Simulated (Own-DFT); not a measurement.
# Computed records: AlN (wurtzite, atoms displaced)

A calculation, not a measurement: plane-wave PBE density functional theory by an unreviewed code, no spin, of a simulated periodic cell, stress positive in tension, free energy of the whole cell less one offset for each atom, forces on such cells passed a denser k mesh, this cell's mesh not checked; offsets are fitted by least squares, one for each functional and potential file, so energies compare only between cells with the same atoms and settings and are not formation energies; the far tail of each file's local potential was reset to the Coulomb form; each entry is a single point on an unrelaxed cell, so the pressure reflects the starting lattice, mostly measured values (interpolated for alloys), from which strain is counted, and rises with the displacements; printed positions are rounded, which can move forces by about a meV/angstrom; the program, named Own-DFT, is a retired in-house code; no spin-orbit coupling. Program: Own-DFT development build.

Settings shared by all entries: functional PBE; potential files PseudoDojo norm-conserving, scalar-relativistic, standard set; wave cutoff 42 hartree; occupations Fermi-Dirac; smearing width 0.1 eV; hardware one NVIDIA H100; k mesh 2 x 2 x 2 centred on Gamma.

(1) AlN (wurtzite, atoms displaced)

```cif
# cell vector a (Å): 12.4480 0.0000 0.0000
# cell vector b (Å): -6.2240 10.7803 0.0000
# cell vector c (Å): 0.0000 0.0000 9.9640
data_AlN
_symmetry_space_group_name_H-M 'P 1'
_symmetry_Int_Tables_number 1
_cell_length_a 12.4480
_cell_length_b 12.4480
_cell_length_c 9.9640
_cell_angle_alpha 90.000
_cell_angle_beta 90.000
_cell_angle_gamma 120.000
_cell_volume 1337.10
loop_
_atom_site_label
_atom_site_type_symbol
_atom_site_fract_x
_atom_site_fract_y
_atom_site_fract_z
_atom_site_occupancy
Al1 Al 0.08345 0.16548 0.99985 1
Al2 Al 0.17162 0.08564 0.24868 1
N1 N 0.08600 0.16735 0.19149 1
N2 N 0.16731 0.08610 0.44047 1
Al3 Al 0.08348 0.16734 0.49841 1
Al4 Al 0.16531 0.08399 0.74826 1
N3 N 0.08238 0.16859 0.69309 1
N4 N 0.16537 0.08189 0.94369 1
Al5 Al 0.08248 0.41700 0.99938 1
Al6 Al 0.16499 0.33373 0.24638 1
N5 N 0.08297 0.41388 0.19222 1
N6 N 0.16659 0.33195 0.44593 1
Al7 Al 0.08438 0.41721 0.49899 1
Al8 Al 0.16566 0.33183 0.74796 1
N7 N 0.08082 0.41676 0.69330 1
N8 N 0.16483 0.33201 0.94253 1
Al9 Al 0.08256 0.66702 0.99908 1
Al10 Al 0.16688 0.58211 0.25303 1
N9 N 0.08690 0.66686 0.19126 1
N10 N 0.16535 0.58288 0.44003 1
Al11 Al 0.08504 0.66674 0.49526 1
Al12 Al 0.16528 0.58221 0.75158 1
N11 N 0.08343 0.66698 0.68987 1
N12 N 0.16773 0.58438 0.94169 1
Al13 Al 0.08203 0.91686 0.00315 1
Al14 Al 0.16766 0.83157 0.25057 1
N13 N 0.08040 0.91622 0.18960 1
N14 N 0.16401 0.83402 0.44195 1
Al15 Al 0.08426 0.91792 0.50031 1
Al16 Al 0.16964 0.83417 0.74804 1
N15 N 0.08388 0.91479 0.69298 1
N16 N 0.16825 0.83563 0.94389 1
Al17 Al 0.33419 0.16787 0.00279 1
Al18 Al 0.41784 0.08575 0.24729 1
N17 N 0.33198 0.16453 0.19283 1
N18 N 0.41508 0.08324 0.44002 1
Al19 Al 0.33628 0.17170 0.50003 1
Al20 Al 0.41834 0.08570 0.75263 1
N19 N 0.33132 0.16757 0.68970 1
N20 N 0.41430 0.08646 0.94355 1
Al21 Al 0.33098 0.41657 0.00162 1
Al22 Al 0.41709 0.33342 0.24450 1
N21 N 0.33451 0.41456 0.18834 1
N22 N 0.41840 0.33428 0.44054 1
Al23 Al 0.33174 0.41344 0.49831 1
Al24 Al 0.41799 0.33308 0.74988 1
N23 N 0.33601 0.41949 0.69095 1
N24 N 0.41706 0.33207 0.94174 1
Al25 Al 0.33413 0.66717 0.99814 1
Al26 Al 0.41560 0.58189 0.24731 1
N25 N 0.33251 0.66822 0.19098 1
N26 N 0.41748 0.58569 0.44117 1
Al27 Al 0.33467 0.66804 0.50026 1
Al28 Al 0.41699 0.58506 0.74972 1
N27 N 0.33221 0.66700 0.69456 1
N28 N 0.42200 0.58613 0.94362 1
Al29 Al 0.33036 0.91760 0.00026 1
Al30 Al 0.41787 0.83157 0.25088 1
N29 N 0.33509 0.91423 0.19138 1
N30 N 0.41396 0.83431 0.43829 1
Al31 Al 0.33574 0.91817 0.49991 1
Al32 Al 0.41471 0.83123 0.75088 1
N31 N 0.33530 0.91967 0.69158 1
N32 N 0.41775 0.83150 0.94251 1
Al33 Al 0.58369 0.16747 0.99979 1
Al34 Al 0.66851 0.08335 0.24893 1
N33 N 0.58162 0.16756 0.19368 1
N34 N 0.66633 0.08302 0.44104 1
Al35 Al 0.58583 0.16975 0.49686 1
Al36 Al 0.67015 0.08505 0.75101 1
N35 N 0.58425 0.16587 0.69145 1
N36 N 0.66699 0.08429 0.93747 1
Al37 Al 0.58377 0.41537 0.00030 1
Al38 Al 0.66738 0.33557 0.25120 1
N37 N 0.58035 0.41596 0.19217 1
N38 N 0.66779 0.33442 0.44083 1
Al39 Al 0.58688 0.41820 0.50320 1
Al40 Al 0.66635 0.33316 0.75097 1
N39 N 0.58079 0.41430 0.69082 1
N40 N 0.67005 0.33413 0.94289 1
Al41 Al 0.58302 0.66514 0.99985 1
Al42 Al 0.66509 0.57852 0.25203 1
N41 N 0.58393 0.66501 0.19208 1
N42 N 0.66762 0.58617 0.44136 1
Al43 Al 0.58229 0.66854 0.50176 1
Al44 Al 0.66744 0.58236 0.74930 1
N43 N 0.57842 0.66310 0.68972 1
N44 N 0.66492 0.58017 0.94429 1
Al45 Al 0.58327 0.91406 0.00166 1
Al46 Al 0.66566 0.82969 0.24875 1
N45 N 0.58460 0.91971 0.18874 1
N46 N 0.66555 0.83157 0.43782 1
Al47 Al 0.58477 0.91763 0.50106 1
Al48 Al 0.66650 0.83487 0.75088 1
N47 N 0.58365 0.91675 0.69109 1
N48 N 0.66416 0.83141 0.94217 1
Al49 Al 0.83055 0.16623 0.00025 1
Al50 Al 0.91893 0.08378 0.24908 1
N49 N 0.83628 0.16617 0.19166 1
N50 N 0.91852 0.08417 0.43876 1
Al51 Al 0.83382 0.16529 0.49919 1
Al52 Al 0.91482 0.08302 0.74689 1
N51 N 0.83270 0.16784 0.68922 1
N52 N 0.91958 0.08541 0.93842 1
Al53 Al 0.83541 0.41450 0.99813 1
Al54 Al 0.91801 0.33594 0.24610 1
N53 N 0.83229 0.41533 0.19101 1
N54 N 0.91802 0.33028 0.44046 1
Al55 Al 0.83157 0.41437 0.50055 1
Al56 Al 0.91760 0.33219 0.75449 1
N55 N 0.83441 0.41679 0.69340 1
N56 N 0.91340 0.32991 0.94284 1
Al57 Al 0.83472 0.66647 0.99791 1
Al58 Al 0.92094 0.58646 0.25103 1
N57 N 0.83424 0.66794 0.19331 1
N58 N 0.91760 0.57989 0.43992 1
Al59 Al 0.83188 0.66686 0.49846 1
Al60 Al 0.91290 0.57883 0.75107 1
N59 N 0.83304 0.66542 0.69071 1
N60 N 0.92009 0.58537 0.93768 1
Al61 Al 0.83352 0.91353 0.00286 1
Al62 Al 0.91838 0.83243 0.24952 1
N61 N 0.82931 0.91312 0.19185 1
N62 N 0.91579 0.83366 0.43800 1
Al63 Al 0.83403 0.91520 0.50152 1
Al64 Al 0.91621 0.83410 0.75069 1
N63 N 0.83680 0.91982 0.68841 1
N64 N 0.91488 0.82960 0.94246 1
```

The calculation gives: free energy of cell above offsets -62.266 eV; pressure 3.76 GPa; stress xx -3.99 GPa; stress yy -4 GPa; stress zz -3.29 GPa; stress yz -0.01 GPa; stress xz 0.2 GPa; stress xy -0.24 GPa; wall time 382.7 s.

Force:
```tsv
element	x (eV/Å)	y (eV/Å)	z (eV/Å)
Al	-0.114	0.12	0.073
Al	-1.18	-0.789	0.51
N	-0.166	-0.122	-0.168
N	0.386	-0.289	0.09
Al	0.001	-0.309	0.389
Al	0.161	-0.238	0.506
N	0.187	-0.602	-0.676
N	0.261	0.284	-0.463
Al	0.263	-0.127	0.06
Al	0.913	-0.472	0.857
N	-0.35	0.958	-0.506
N	-0.211	0.538	-1.142
Al	-0.321	-0.293	0.486
Al	0.151	0.788	0.391
N	0.598	-0.07	-0.256
N	0.08	0.38	-0.306
Al	0.62	0.428	0.111
Al	0.196	0.093	-0.666
N	-0.495	-0.292	-0.123
N	0.73	0.012	0.269
Al	-0.606	0.065	1.046
Al	-0.266	0.273	-0.224
N	-0.008	-0.191	-0.01
N	-0.217	-0.372	0.052
Al	0.248	-0.119	-0.636
Al	-0.203	0.713	-0.114
N	1.04	0.214	0.562
N	0.84	-0.039	-0.275
Al	-0.389	0.133	0.044
Al	-0.425	-0.32	0.452
N	-0.498	0.457	-0.299
N	-0.498	-0.499	-0.589
Al	-0.786	-0.163	-0.299
Al	0.07	-1.103	0.695
N	0.496	0.781	-0.541
N	0.352	0.524	0.01
Al	-0.086	-0.956	-0.119
Al	-0.329	-0.045	-0.405
N	0.504	-0.041	0.288
N	1.056	-0.424	-0.218
Al	0.584	0.096	-0.863
Al	-0.168	-0.423	1.136
N	-0.872	0.297	0.536
N	0.201	0.458	-0.446
Al	0.327	0.953	0.381
Al	-0.851	-0.027	0.232
N	-0.317	-0.58	0.083
N	-0.254	0.319	0.067
Al	0.098	-0.103	0.467
Al	0.096	0.352	0.352
N	0.489	-0.799	-0.117
N	-0.192	-0.699	-0.311
Al	-0.295	-0.137	0.095
Al	-0.16	-0.497	0.435
N	0.024	-0.205	-0.657
N	-1.206	-0.866	-0.455
Al	1.153	-0.076	0.283
Al	-0.195	0.568	-0.436
N	-0.617	0.639	-0.044
N	0.969	-0.214	0.727
Al	-0.796	0.171	-0.025
Al	0.177	0.749	0.236
N	0.283	-0.242	0.021
N	-0.681	0.683	-0.342
Al	-0.075	-0.228	0.239
Al	-0.249	0.252	0.256
N	0.865	0.295	-0.54
N	0.155	0.143	-0.162
Al	-0.404	-0.938	0.45
Al	-0.682	-0.387	-0.519
N	-0.187	0.393	-0.151
N	-0.178	-0.41	0.851
Al	-0.097	-0.045	0.11
Al	-0.042	-0.328	-0.294
N	0.924	-0.179	-0.362
N	-0.125	0.175	0.053
Al	-0.791	0.063	-0.633
Al	0.248	-0.222	0.015
N	0.773	0.416	0.26
N	-0.522	-0.09	-0.295
Al	0.526	0.205	0.508
Al	-0.112	1.141	-0.204
N	-0.183	-0.322	-0.257
N	-0.074	-0.693	0.269
Al	0.218	-0.408	-0.442
Al	-0.608	0.02	0.292
N	1.089	1.037	0.416
N	0.434	0.452	-0.744
Al	-0.423	0.596	-0.388
Al	-0.41	0.429	0.061
N	0.336	-0.76	0.508
N	-0.013	0.558	0.701
Al	-0.299	-0.266	-0.353
Al	0.256	-0.515	-0.106
N	-0.093	0.03	0.023
N	0.824	0.212	-0.316
Al	0.913	-0.649	0.195
Al	0.034	-0.501	-0.003
N	-0.638	0.276	-0.359
N	-0.19	-0.506	0.419
Al	-0.048	0.128	-0.229
Al	0.273	0.55	0.565
N	0.42	-0.09	0.158
N	-0.727	-0.801	0.338
Al	-0.711	0.841	0.494
Al	-0.023	-0.869	0.911
N	0.105	0.683	-0.316
N	-0.608	0.572	-0.215
Al	1.024	0.156	0.059
Al	-0.399	0.024	-0.745
N	-0.266	-0.704	-0.271
N	0.683	0.541	-0.059
Al	-0.265	-0.613	0.695
Al	-0.427	-0.583	-0.243
N	0.247	-0.782	-0.503
N	-0.613	0.453	0.217
Al	0.814	0.06	0.002
Al	0.698	1.238	-0.65
N	-0.245	0.179	-0.023
N	-0.401	-0.781	0.73
Al	-0.521	0.629	-0.343
Al	-0.872	0.211	0.103
N	0.813	0.642	-0.124
N	0.479	-0.084	0.668
Al	-0.369	0.349	-1.016
Al	0.533	-0.279	-0.01
N	-0.55	-0.871	0.507
N	-0.047	0.653	-0.405
```

(2) AlN (wurtzite, atoms displaced)

```cif
# cell vector a (Å): 12.4480 0.0000 0.0000
# cell vector b (Å): -6.2240 10.7803 0.0000
# cell vector c (Å): 0.0000 0.0000 9.9640
data_AlN
_symmetry_space_group_name_H-M 'P 1'
_symmetry_Int_Tables_number 1
_cell_length_a 12.4480
_cell_length_b 12.4480
_cell_length_c 9.9640
_cell_angle_alpha 90.000
_cell_angle_beta 90.000
_cell_angle_gamma 120.000
_cell_volume 1337.10
loop_
_atom_site_label
_atom_site_type_symbol
_atom_site_fract_x
_atom_site_fract_y
_atom_site_fract_z
_atom_site_occupancy
Al1 Al 0.08481 0.16999 0.00132 1
Al2 Al 0.16730 0.08305 0.24960 1
N1 N 0.08458 0.16698 0.18619 1
N2 N 0.16361 0.07903 0.43926 1
Al3 Al 0.08164 0.16627 0.50184 1
Al4 Al 0.16340 0.08170 0.75234 1
N3 N 0.08167 0.16653 0.69040 1
N4 N 0.16362 0.08506 0.94136 1
Al5 Al 0.08397 0.41573 0.00004 1
Al6 Al 0.16651 0.33686 0.25011 1
N5 N 0.08272 0.41811 0.19256 1
N6 N 0.16548 0.32942 0.43698 1
Al7 Al 0.08246 0.41327 0.50009 1
Al8 Al 0.16709 0.33218 0.74932 1
N7 N 0.08300 0.41761 0.68698 1
N8 N 0.16917 0.33571 0.94089 1
Al9 Al 0.08118 0.66359 0.00360 1
Al10 Al 0.16518 0.58410 0.25041 1
N9 N 0.08334 0.66701 0.18797 1
N10 N 0.16685 0.58445 0.44143 1
Al11 Al 0.08425 0.66807 0.49661 1
Al12 Al 0.16766 0.58471 0.75121 1
N11 N 0.08374 0.66629 0.68678 1
N12 N 0.16532 0.58104 0.94638 1
Al13 Al 0.08227 0.91185 0.00090 1
Al14 Al 0.16684 0.83297 0.25013 1
N13 N 0.08138 0.91561 0.19349 1
N14 N 0.16849 0.83673 0.44192 1
Al15 Al 0.08131 0.91537 0.49924 1
Al16 Al 0.16596 0.83334 0.74896 1
N15 N 0.08326 0.91832 0.69350 1
N16 N 0.16671 0.83269 0.94110 1
Al17 Al 0.33317 0.16460 0.99878 1
Al18 Al 0.41626 0.08288 0.25001 1
N17 N 0.33424 0.16819 0.19166 1
N18 N 0.41724 0.08363 0.44280 1
Al19 Al 0.33213 0.16774 0.50209 1
Al20 Al 0.41767 0.08722 0.74772 1
N19 N 0.33478 0.16719 0.69366 1
N20 N 0.41464 0.08234 0.93683 1
Al21 Al 0.33521 0.41548 0.99930 1
Al22 Al 0.41176 0.33439 0.24931 1
N21 N 0.33628 0.41844 0.19010 1
N22 N 0.41563 0.33158 0.44304 1
Al23 Al 0.33539 0.41688 0.49910 1
Al24 Al 0.41870 0.33352 0.75083 1
N23 N 0.33137 0.41447 0.68941 1
N24 N 0.41721 0.33343 0.94009 1
Al25 Al 0.33561 0.66973 0.99606 1
Al26 Al 0.41735 0.58621 0.25181 1
N25 N 0.33265 0.66381 0.18779 1
N26 N 0.41987 0.58360 0.44512 1
Al27 Al 0.33132 0.66544 0.49845 1
Al28 Al 0.41796 0.58385 0.75180 1
N27 N 0.33299 0.66501 0.69239 1
N28 N 0.41703 0.58206 0.94616 1
Al29 Al 0.33280 0.91856 0.00180 1
Al30 Al 0.41144 0.83103 0.24936 1
N29 N 0.33047 0.91757 0.19213 1
N30 N 0.41926 0.83208 0.44019 1
Al31 Al 0.33714 0.92038 0.50164 1
Al32 Al 0.41790 0.83528 0.75184 1
N31 N 0.33533 0.91828 0.69513 1
N32 N 0.41431 0.83255 0.94047 1
Al33 Al 0.58527 0.16899 0.00263 1
Al34 Al 0.66667 0.08007 0.24509 1
N33 N 0.58416 0.16670 0.19081 1
N34 N 0.66440 0.08063 0.43849 1
Al35 Al 0.58245 0.16759 0.50061 1
Al36 Al 0.66872 0.08523 0.74784 1
N35 N 0.58480 0.17055 0.69371 1
N36 N 0.66508 0.08378 0.94124 1
Al37 Al 0.58326 0.41436 0.00044 1
Al38 Al 0.66547 0.33335 0.25200 1
N37 N 0.58397 0.41562 0.19232 1
N38 N 0.66299 0.33012 0.44022 1
Al39 Al 0.58177 0.41940 0.49965 1
Al40 Al 0.66758 0.33323 0.74911 1
N39 N 0.58058 0.41616 0.69184 1
N40 N 0.66542 0.33266 0.93731 1
Al41 Al 0.57925 0.66256 0.99728 1
Al42 Al 0.66565 0.58523 0.24786 1
N41 N 0.58273 0.66681 0.18960 1
N42 N 0.66751 0.58446 0.43992 1
Al43 Al 0.57880 0.66285 0.49879 1
Al44 Al 0.66604 0.58304 0.75109 1
N43 N 0.58274 0.66572 0.69198 1
N44 N 0.66728 0.58164 0.94459 1
Al45 Al 0.58368 0.91578 0.00031 1
Al46 Al 0.66685 0.83347 0.24663 1
N45 N 0.58729 0.91914 0.19090 1
N46 N 0.66623 0.83176 0.43895 1
Al47 Al 0.58400 0.91583 0.49741 1
Al48 Al 0.66862 0.83297 0.75110 1
N47 N 0.58587 0.91764 0.69430 1
N48 N 0.66499 0.83124 0.94271 1
Al49 Al 0.83020 0.16434 0.99759 1
Al50 Al 0.91918 0.08401 0.25385 1
N49 N 0.83357 0.16718 0.18948 1
N50 N 0.91164 0.08063 0.44258 1
Al51 Al 0.83356 0.16487 0.49657 1
Al52 Al 0.92115 0.08373 0.74790 1
N51 N 0.83270 0.16872 0.69047 1
N52 N 0.91739 0.08411 0.94039 1
Al53 Al 0.83433 0.41918 0.00055 1
Al54 Al 0.91440 0.33024 0.25037 1
N53 N 0.82940 0.41735 0.19025 1
N54 N 0.91802 0.33484 0.44150 1
Al55 Al 0.83159 0.41561 0.49835 1
Al56 Al 0.91498 0.33386 0.75029 1
N55 N 0.83181 0.41551 0.69416 1
N56 N 0.91103 0.32848 0.94158 1
Al57 Al 0.83379 0.66663 0.00080 1
Al58 Al 0.91690 0.58459 0.24810 1
N57 N 0.83410 0.66558 0.19212 1
N58 N 0.91437 0.58425 0.44399 1
Al59 Al 0.83433 0.66793 0.50049 1
Al60 Al 0.91531 0.58551 0.75080 1
N59 N 0.83265 0.66767 0.68859 1
N60 N 0.91689 0.58502 0.94165 1
Al61 Al 0.83547 0.91864 0.00511 1
Al62 Al 0.91583 0.82969 0.24648 1
N61 N 0.83550 0.91950 0.19185 1
N62 N 0.91916 0.83332 0.44112 1
Al63 Al 0.83146 0.91763 0.50256 1
Al64 Al 0.91601 0.83383 0.74932 1
N63 N 0.83538 0.91620 0.68811 1
N64 N 0.91556 0.83409 0.94148 1
```

It finds free energy of cell above offsets -62.226 eV; pressure 3.76 GPa; stress xx -3.71 GPa; stress yy -4.14 GPa; stress zz -3.44 GPa; stress yz 0.1 GPa; stress xz -0.02 GPa; stress xy 0.13 GPa; wall time 371.8 s.

Force:
```tsv
element	x (eV/Å)	y (eV/Å)	z (eV/Å)
Al	-0.285	-0.403	-0.478
Al	-0.252	0.017	-0.16
N	-0.206	0.374	1.345
N	-0.101	1.026	0.45
Al	0.353	-0.513	-0.578
Al	0.602	0.527	-0.036
N	0.756	0.24	-0.179
N	0.812	-0.618	0.188
Al	-0.57	-0.349	0.133
Al	0.538	-0.638	-0.601
N	-0.153	-0.224	-0.207
N	0.011	0.65	0.667
Al	-0.022	0.654	-0.268
Al	-0.474	0.495	0.084
N	0.236	-0.261	0.936
N	-0.118	-0.203	-0.167
Al	0.302	0.604	-1.037
Al	0.414	-0.18	-0.183
N	-0.112	0.041	1.082
N	0.089	-0.472	-0.436
Al	-0.326	-0.036	0.458
Al	-0.271	-0.385	-0.021
N	-0.285	0.177	0.687
N	-0.014	0.421	-0.911
Al	-0.524	1.039	-0.041
Al	-0.635	0.166	0.311
N	0.563	-0.052	-0.614
N	0.439	-0.469	-0.174
Al	0.315	0.159	0.352
Al	0.275	-0.014	0.079
N	0.068	-0.433	-0.445
N	0.029	-0.437	0.066
Al	-0.488	0.293	0.02
Al	0.081	0.585	0.308
N	-0.022	-0.347	-0.215
N	-0.35	0.23	-0.25
Al	0.081	-0.624	-0.092
Al	0.534	-0.617	0.397
N	-1.012	-0.018	-0.455
N	0.465	0.285	0.869
Al	-0.318	0.121	0.202
Al	1.621	-0.275	0.335
N	-1.111	0.282	0.201
N	-0.215	0.358	-0.535
Al	-0.52	-0.413	0.258
Al	-0.707	-0.128	-0.054
N	0.362	0.393	0.265
N	0.109	-0.248	0.217
Al	-0.205	-0.937	0.551
Al	0.376	-0.432	-0.252
N	-0.521	0.664	0.481
N	-1.525	-0.556	-0.97
Al	0.429	0.214	0.649
Al	-0.278	-0.493	-0.038
N	0.054	0.503	-0.042
N	-0.597	-0.075	-1.163
Al	0.126	-0.197	-0.598
Al	1.006	0.351	-0.101
N	0.645	-0.166	-0.198
N	-0.912	0.006	-0.03
Al	-0.084	-0.766	0.208
Al	0.194	-0.22	-0.369
N	-0.225	-0.023	-0.739
N	0.291	0.571	0.45
Al	-0.426	-0.37	-0.689
Al	-0.307	1.02	0.781
N	-0.2	-0.213	0.155
N	0.075	0.559	0.122
Al	0.519	-0.391	0.121
Al	-0.409	-0.132	0.428
N	0.158	-0.828	-0.77
N	0.067	-0.414	-0.12
Al	-0.035	0.105	0.212
Al	-0.085	-0.224	-0.188
N	-0.821	0.203	-0.097
N	0.125	0.87	0.39
Al	0.644	-0.47	0.019
Al	-0.526	0.381	0.144
N	0.747	0.416	-0.338
N	0.309	0.294	0.663
Al	0.927	0.717	0.603
Al	0.416	-0.595	0.204
N	-0.091	0.119	0.005
N	-0.248	-0.039	-0.014
Al	1.427	1.256	0.521
Al	0.152	-0.1	0.093
N	0.097	0.144	-0.057
N	-0.231	0.127	-0.521
Al	-0.296	0.211	-0.275
Al	0.268	-0.002	0.443
N	-1.03	-1.259	-0.375
N	-0.008	-0.156	0.149
Al	0.205	0.017	0.545
Al	-0.211	0.136	0.037
N	-0.185	-0.188	-0.647
N	0.47	0.162	-0.086
Al	0.391	-0.023	0.229
Al	-0.255	0.16	-0.789
N	0.365	-0.413	0.211
N	1.099	0.517	-0.154
Al	-1.17	0.477	0.651
Al	-1.624	-0.194	0.581
N	0.869	-0.393	-0.346
N	-0.029	-0.073	-0.192
Al	-0.317	-0.772	-0.255
Al	-0.325	0.732	-0.227
N	0.97	-0.003	0.262
N	-0.259	-0.53	-0.307
Al	-0.074	0.133	0.476
Al	0.415	-0.036	-0.002
N	0.004	0.754	-0.702
N	0.674	1.199	-0.01
Al	-0.367	0.175	0.018
Al	-0.008	-0.521	0.739
N	-0.478	0.072	-0.468
N	0.789	-0.278	-0.821
Al	-0.451	0.079	-0.256
Al	0.579	-0.336	-0.457
N	-0.076	-0.086	0.68
N	0.133	-0.109	-0.119
Al	-0.356	-0.062	-0.807
Al	-0.378	0.775	0.932
N	0.104	-0.547	0.308
N	-1.014	-0.023	-0.28
Al	0.557	-1.006	-0.876
Al	0.268	-0.152	0.232
N	-0.495	0.243	0.664
N	0.222	-0.341	0.01
```
